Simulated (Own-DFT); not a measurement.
# Which defects push the lattice out? 2H SiC

No measurement is shown. These are fixed-geometry runs of a retired plane-wave code named Own-DFT, which no person has reviewed; spin and spin-orbit coupling are neglected.

All runs used: PBE; PseudoDojo norm-conserving scalar-relativistic files; cutoff 42 hartree; 4 x 4 x 3 k mesh centred on Gamma; Fermi-Dirac smearing of 0.1 eV.

Known weak points (not all hold for every row): some atoms lie very close together; not probed for a lower state with spin; forces on such cells moved up to 12 meV/angstrom on a denser k mesh; forces on such cells passed a denser k mesh, each cell not checked; stress not checked against mesh or cutoff.

All runs share one cell, with vectors in Å (9.248, 0.000, 0.000); (-4.624, 8.009, 0.000); (0.000, 0.000, 10.068) and a volume of 745.7 Å³. The atoms are randomly displaced, by u rms on each axis. The defect's site can differ from row to row.

| cell | formula | u (Å) | P (GPa) |
|---|---|---|---|
| no defect | C36Si36 | 0.0258 | 3.73 |
| no defect | C36Si36 | 0.0303 | 3.87 |
| no defect | C36Si36 | 0.0573 | 6.11 |
| one Al on a Si site and one N on a C site | AlC35NSi35 | 0.0271 | 3.84 |
| one Al on a Si site and one N on a C site | AlC35NSi35 | 0.0485 | 5.64 |
| one Al on a Si site and one N on a C site | AlC35NSi35 | 0.0503 | 5.34 |
| one Si on a C site | C35Si37 | 0.0302 | 10.45 |
| one Si on a C site | C35Si37 | 0.0313 | 10.37 |
| one Si on a C site | C35Si37 | 0.0493 | ? |
| one Si on a C site | C35Si37 | 0.0517 | 12.71 |
| one C vacancy | C35Si36 | 0.0285 | 3.74 |
| one C vacancy | C35Si36 | 0.0298 | 3.78 |
| one C vacancy | C35Si36 | 0.0326 | 3.92 |
| one C on a Si site | C37Si35 | 0.0290 | 1.82 |
| one C on a Si site | C37Si35 | 0.0503 | 2.94 |
| one C on a Si site | C37Si35 | 0.0513 | 3.20 |

## Working it out

P = P0 + c u² + a shift for each defect gives P0 = 3.00 GPa, c = 966 ± 76 GPa/Å² and a scatter of 0.24 GPa. The shifts, and each times the cell's volume:

- one Si on a C site: 6.70 ± 0.20 GPa, 31.2 eV
- one Al on a Si site and one N on a C site: 0.13 ± 0.20 GPa, 0.6 eV (not resolved)
- one C vacancy: -0.08 ± 0.21 GPa, -0.4 eV (not resolved)
- one C on a Si site: -2.28 ± 0.20 GPa, -10.6 eV

Against the defect-free cell, a freed cell would be larger where the shift is positive and smaller where it is negative (160.2 GPa Å³ is 1 eV). The atoms around the defects weren't relaxed, which would change these numbers.

## Test on the hidden row

The question: what pressure belongs in the blank (one Si on a C site, u = 0.0493 Å)?

The fit gives 12.05 ± 0.29 GPa. The hidden result is 12.06 GPa.
